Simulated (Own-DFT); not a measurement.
# What a defect does to the pressure of its cell: zincblende GaAs

Source: density functional calculations with Own-DFT, an unreviewed in-house program that is no longer used. Nothing was measured or relaxed, and spin and spin-orbit coupling are left out.

All runs used: PBE; PseudoDojo norm-conserving scalar-relativistic files; cutoff 42 hartree; 3 x 3 x 3 k mesh centred on Gamma; Fermi-Dirac smearing of 0.1 eV.

Caveats (not all hold for every row): not probed for a lower state with spin; forces not confirmed at this smearing and k mesh; stress not checked against mesh or cutoff.

All runs share one cell, with vectors in Å (11.737, 0.000, 0.000); (0.000, 11.737, 0.000); (0.000, 0.000, 10.833) and a volume of 1492.4 Å³, strained against the parent crystal. The atoms are randomly displaced, by u rms on each axis. The defect's site can differ from row to row.

```
                             cell     formula   u (Å)  P (GPa)
                        no defect    As32Ga32  0.0287     1.27
                        no defect    As32Ga32  0.0313     1.28
                        no defect    As32Ga32  0.0471     1.51
one As vacancy and one Ga vacancy    As31Ga31  0.0270     0.86
one As vacancy and one Ga vacancy    As31Ga31  0.0483     1.09
one As vacancy and one Ga vacancy    As31Ga31  0.0502     1.38
              one P on an As site   As31Ga32P  0.0287        ?
              one P on an As site   As31Ga32P  0.0306     1.00
              one P on an As site   As31Ga32P  0.0308     1.01
              one P on an As site   As31Ga32P  0.0321     1.06
              one Al on a Ga site  AlAs32Ga31  0.0308     1.25
              one Al on a Ga site  AlAs32Ga31  0.0511     1.53
              one Al on a Ga site  AlAs32Ga31  0.0514     1.60
              one In on a Ga site  As32Ga31In  0.0436     2.09
              one In on a Ga site  As32Ga31In  0.0480     2.04
              one In on a Ga site  As32Ga31In  0.0509     2.21
```

## Working it out

P = P0 + c u² + a shift for each defect gives P0 = 1.09 GPa, c = 199 ± 31 GPa/Å² and a scatter of 0.07 GPa. The shifts, and each times the cell's volume:

- one In on a Ga site: 0.58 ± 0.06 GPa, 5.4 eV
- one Al on a Ga site: -0.04 ± 0.06 GPa, -0.4 eV (not resolved)
- one P on an As site: -0.25 ± 0.06 GPa, -2.4 eV
- one As vacancy and one Ga vacancy: -0.35 ± 0.06 GPa, -3.2 eV

Against the defect-free cell, a freed cell would be larger where the shift is positive and smaller where it is negative (160.2 GPa Å³ is 1 eV). The atoms around the defects weren't relaxed, which would change these numbers.

## Test on the hidden row

Question: what pressure belongs in the blank (one P on an As site, u = 0.0287 Å)?

Estimate: 1.00 ± 0.08 GPa. Computed: 1.00 GPa.
